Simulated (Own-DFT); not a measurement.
# Hybrid less PBE against volume: monoclinic HfO2, 94 atoms (Hf32O62), with two O vacancies

These are calculations. Each geometry was run twice at fixed positions with Own-DFT, a retired in-house plane-wave program that no person has reviewed: with PBE, and with HSE06 (exact exchange share 0.25 at short range, screening 0.11 per bohr, Gygi-Baldereschi treatment of its divergence). Both used PseudoDojo norm-conserving files made for PBE, a cutoff of 48 hartree, the Gamma point alone, fixed occupations, a neutral cell and no spin. One k point on a cell 10.1 Å thick isn't converged, and results move with the size of the cell. The hafnium file keeps the 4f electrons in the core, and its forces lie about 75 meV/Å off all-electron values. The oxygen file's force components were 24 meV/Å off all-electron values in a glass.

Unstrained cell vectors in Å: (10.234, 0.000, 0.000); (0.000, 10.350, 0.000); (-1.696, 0.000, 10.445), volume V0 = 1106.4 Å³, from measured lattice constants. Each geometry has its own random strain of a few per cent, its own defect sites and random moves of rms u per axis. HSE06 gave the energy alone. D is its energy less that of PBE, over the lowest D shown. The PBE stress wasn't checked against mesh or cutoff.

```
run  V - V0 (Å³)   u (Å)  P with PBE (GPa)  D (eV)
  1        -13.9  0.0505              8.20   0.930
  2        -33.1  0.0324             11.12   0.209
  3        -51.2  0.0507             17.63   0.000
  4        -24.9  0.0497             12.75   0.517
  5         33.6  0.0500             -1.78   2.025
  6         -1.8  0.0316              4.40   0.918
  7        -30.4  0.0514             13.70   0.401
  8        -20.2  0.0316              8.69   0.386
  9        -24.1  0.0331              8.85   0.418
 10         -1.9  0.0315              5.21   0.824
 11          7.8  0.0507              3.81   1.320
 12         -8.9  0.0307              7.61   0.659
 13         11.4  0.0301              1.59   1.135
 14        -38.8  0.0519             15.71       ?
```

## Working it out

D = 0.75 + 0.0237 (V - V0) + 169 u² eV, with an error of 0.0008 on the volume slope, 22 on the last term and a scatter of 0.06 eV. Pressure is -dE/dV, and 1 eV/Å³ is 160.2 GPa, so HSE06 changes the pressure by -3.8 ± 0.1 GPa. With the ions held to the strained lattice, the PBE pressure falls by 252 ± 12 GPa per unit of volume strain; the shape of the strain isn't fitted, so the true error is larger, and a relaxed crystal would be softer. On that slope HSE06's volume at a given pressure is about 1.5 % smaller, or 0.5 % in lengths. At u = 0 and V0 the PBE pressure is 3.1 GPa, which puts the zero-pressure volume, against the measured cell and with the defects in, at +1.2 % for PBE and -0.3 % for HSE06, each good to a few tenths of a per cent.

## Check

Q: what D should run 14 give?

The fitted form gives 0.28 eV, with rows scattering by 0.06. DFT gave 0.052 eV. The miss is larger than the scatter suggests: chance, or a term that the fit lacks.
